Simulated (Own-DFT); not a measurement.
# One host, several defects: 4H SiC

Calculated, not measured: single-point runs of Own-DFT, a retired in-house plane-wave DFT program that no person has reviewed, on unrelaxed cells, without spin or spin-orbit coupling.

Common settings: PBE; PseudoDojo norm-conserving scalar-relativistic files; cutoff 42 hartree; 4 x 4 x 3 k mesh centred on Gamma; Fermi-Dirac smearing of 0.1 eV.

Caveats (not all hold for every row): not probed for a lower state with spin; forces on such cells failed a check on a denser k mesh; forces on such cells passed a denser k mesh, each cell not checked; stress not checked against mesh or cutoff.

All runs share one cell, with vectors in Å (9.248, 0.000, 0.000); (-4.624, 8.009, 0.000); (0.000, 0.000, 10.068) and a volume of 745.7 Å³. u is the rms random offset of the atoms per axis. The defect's site can differ from row to row.

```
cell,formula,u (Å),P (GPa)
no defect,C36Si36,0.0316,3.92
no defect,C36Si36,0.0548,5.67
no defect,C36Si36,0.0616,6.70
one Al on a Si site and one N on a C site,AlC35NSi35,0.0453,5.18
one Al on a Si site and one N on a C site,AlC35NSi35,0.0485,4.95
one Al on a Si site and one N on a C site,AlC35NSi35,0.0495,4.99
one C on a Si site and one Si on a C site,C36Si36,0.0311,7.35
one C on a Si site and one Si on a C site,C36Si36,0.0472,8.08
one C on a Si site and one Si on a C site,C36Si36,0.0491,7.97
one C vacancy,C35Si36,0.0265,?
one C vacancy,C35Si36,0.0301,3.46
one C vacancy,C35Si36,0.0480,4.37
one C vacancy,C35Si36,0.0527,5.86
two N on a C site each,C34N2Si36,0.0281,2.62
two N on a C site each,C34N2Si36,0.0298,2.62
two N on a C site each,C34N2Si36,0.0537,4.46
```

## Analysis

P = P0 + c u² + a shift for each defect gives P0 = 3.06 GPa, c = 911 ± 108 GPa/Å² and a scatter of 0.34 GPa. The shifts, and each times the cell's volume:

- one C on a Si site and one Si on a C site: 3.04 ± 0.29 GPa, 14.1 eV
- one Al on a Si site and one N on a C site: -0.10 ± 0.28 GPa, -0.5 eV (not resolved)
- one C vacancy: -0.32 ± 0.29 GPa, -1.5 eV (not resolved)
- two N on a C site each: -1.22 ± 0.30 GPa, -5.7 eV (-2.8 eV for each of its 2 sites)

Positive is outwards. The product with the volume (160.2 GPa Å³ to the eV) is nearly free of the cell's size; divided by the bulk modulus at the cell's pressure it gives the volume that the defect adds. The atoms around the defects weren't relaxed, which would change these numbers.

## Prediction

Question: what pressure belongs in the blank (one C vacancy, u = 0.0265 Å)?

The fit gives 3.39 ± 0.42 GPa. Computed: 3.44 GPa.
